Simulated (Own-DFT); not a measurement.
# What a defect does to the pressure of its cell: B20 RuSi

Calculated, not measured: single-point runs of Own-DFT, a retired in-house plane-wave DFT program that no person has reviewed, on unrelaxed cells, without spin or spin-orbit coupling.

Method: PBE; PseudoDojo norm-conserving scalar-relativistic files; cutoff 50 hartree; 5 x 4 x 5 k mesh centred on Gamma; cold (Marzari-Vanderbilt) smearing of 0.2 eV.

Known weak points (not all hold for every row): not probed for a lower state with spin; forces on such cells failed a check on a denser k mesh; stress not checked against mesh or cutoff.

All runs share one cell, with vectors in Å (4.709, 0.000, 4.709); (0.000, 9.417, 0.000); (-4.709, 0.000, 4.709) and a volume of 417.6 Å³. The atoms are randomly displaced, by u rms on each axis. The defect's site can differ from row to row.

| cell | formula | u (Å) | P (GPa) |
|---|---|---|---|
| no defect | Ru16Si16 | 0.0199 | 4.97 |
| no defect | Ru16Si16 | 0.0492 | 6.70 |
| no defect | Ru16Si16 | 0.0521 | 7.50 |
| one Ru vacancy | Ru15Si16 | 0.0300 | 2.25 |
| one Ru vacancy | Ru15Si16 | 0.0336 | ? |
| one Ru vacancy | Ru15Si16 | 0.0486 | 4.52 |
| one Ru vacancy | Ru15Si16 | 0.0498 | 3.41 |
| one Ru on a Si site | Ru17Si15 | 0.0295 | 8.78 |
| one Ru on a Si site | Ru17Si15 | 0.0506 | 9.83 |
| one Ru on a Si site | Ru17Si15 | 0.0519 | 9.74 |
| one Si on a Ru site | Ru15Si17 | 0.0283 | 5.79 |
| one Si on a Ru site | Ru15Si17 | 0.0488 | 7.07 |
| one Si on a Ru site | Ru15Si17 | 0.0496 | 7.64 |

## Working it out

P = P0 + c u² + a shift for each defect gives P0 = 4.72 GPa, c = 906 ± 150 GPa/Å² and a scatter of 0.44 GPa. The shifts, and each times the cell's volume:

- one Ru on a Si site: 2.88 ± 0.36 GPa, 7.5 eV
- one Si on a Ru site: 0.41 ± 0.36 GPa, 1.1 eV (not resolved)
- one Ru vacancy: -3.06 ± 0.36 GPa, -8.0 eV

Positive is outwards. The product with the volume (160.2 GPa Å³ to the eV) is nearly free of the cell's size; divided by the bulk modulus at the cell's pressure it gives the volume that the defect adds. The atoms around the defects weren't relaxed, which would change these numbers.

## The run left out

Q: what pressure belongs in the blank (one Ru vacancy, u = 0.0336 Å)?

The fit gives 2.68 ± 0.52 GPa. The hidden result is 3.45 GPa.
